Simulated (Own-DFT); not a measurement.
# One trend across several semiconductors

Calculated, not measured: single-point runs of Own-DFT, a retired in-house plane-wave DFT program that no person has reviewed, on unrelaxed cells, without spin or spin-orbit coupling.

Limits (not all hold for every row): forces on such cells moved up to 12 meV/angstrom on a denser k mesh; forces not confirmed at this smearing and k mesh; k mesh not checked against a denser one; forces on such cells passed a denser k mesh, each cell not checked; stress not checked against mesh or cutoff.

All runs are PBE with PseudoDojo norm-conserving files; cutoff and k mesh are each material's own. Every cell starts from measured lattice constants and was given uniform random strains and small random moves of its atoms. Each triple is the change of volume in per cent, the rms move u in Å and the pressure in GPa.

- 3C SiC (C32Si32), 10.36 Å³/atom unstrained: (-3.28, 0.052, 14.59); (-2.75, 0.051, 11.90); (-2.35, 0.050, 12.07); (-1.50, 0.052, 9.56); (-0.91, 0.049, 8.05); (-0.69, 0.047, 6.94); (3.78, 0.051, -2.38)
- wurtzite AlN (Al64N64), 10.45 Å³/atom unstrained: withheld
- wurtzite GaN (Ga36N36), 11.42 Å³/atom unstrained: (-3.92, 0.052, 15.96); (-2.79, 0.049, 13.52); (-2.08, 0.051, 11.70); (-0.55, 0.046, 8.24); (0.12, 0.048, 6.83); (1.48, 0.052, 4.21); (1.59, 0.049, 4.53)
- diamond silicon (Si64), 20.02 Å³/atom unstrained: (-1.74, 0.046, 4.26); (-0.36, 0.049, 3.20); (0.99, 0.049, 1.91); (1.07, 0.054, 1.90); (1.81, 0.047, 0.98); (1.96, 0.049, 0.94); (3.48, 0.046, -0.59)
- zincblende InP (In32P32), 25.27 Å³/atom unstrained: (-2.21, 0.047, 5.54); (-1.46, 0.055, 4.91); (-0.74, 0.049, 4.25); (0.11, 0.050, 3.58); (0.22, 0.052, 3.58); (0.43, 0.046, 3.17); (1.49, 0.051, 2.73)
- grey tin (Sn64), 34.15 Å³/atom unstrained: (-2.72, 0.050, 5.36); (-1.14, 0.048, 4.26); (-1.08, 0.045, 4.30); (-0.13, 0.047, 3.81); (0.25, 0.051, 3.65); (0.70, 0.050, 3.34); (1.69, 0.048, 2.90)

## Analysis

Fit a line to each set against the fractional change of volume; B is minus its slope, and u is nearly the same within a set. To take it to zero pressure, assume that B rises by 4 GPa for each GPa: B0 = B - 4 x (mean pressure). The bond length of an ideal tetrahedral crystal with the unstrained volume v is d = (√3/4)(8 v)^(1/3). Cohen's empirical rule reads B0 = (1971 - 220 L) d^(-3.5) GPa, with L = 0 for group IV crystals and SiC and 1 for III-V compounds.

```
material,L,d (Å),B (GPa),mean P (GPa),B0 (GPa),rule (GPa)
3C SiC (C32Si32),0,1.888,234 ± 11,8.7,199 ± 11,213
wurtzite AlN (Al64N64),1,1.893,?,?,?,188
wurtzite GaN (Ga36N36),1,1.950,213 ± 7,9.3,176 ± 7,169
diamond silicon (Si64),0,2.352,94 ± 3,1.8,87 ± 3,99
zincblende InP (In32P32),1,2.541,79 ± 4,4.0,63 ± 4,67
grey tin (Sn64),0,2.810,55 ± 2,3.9,39 ± 2,53
```

A line through ln[B0/(1971 - 220 L)] against ln d has a slope of -4.1 ± 0.3 and a scatter of 9 %. Against the rule, B0 stands at 93 % for 3C SiC, 104 % for wurtzite GaN, 88 % for diamond silicon, 94 % for zincblende InP, 74 % for grey tin. PBE tends to make silicon and heavier crystals too soft, and the rule itself is only a guide.

## The run left out

The question: what B0 does the fitted trend give for wurtzite AlN (Al64N64)?

From the line: 188 GPa. Its own runs give B = 202 ± 5 GPa at a mean pressure of 4.0 GPa, so B0 = 186 GPa.
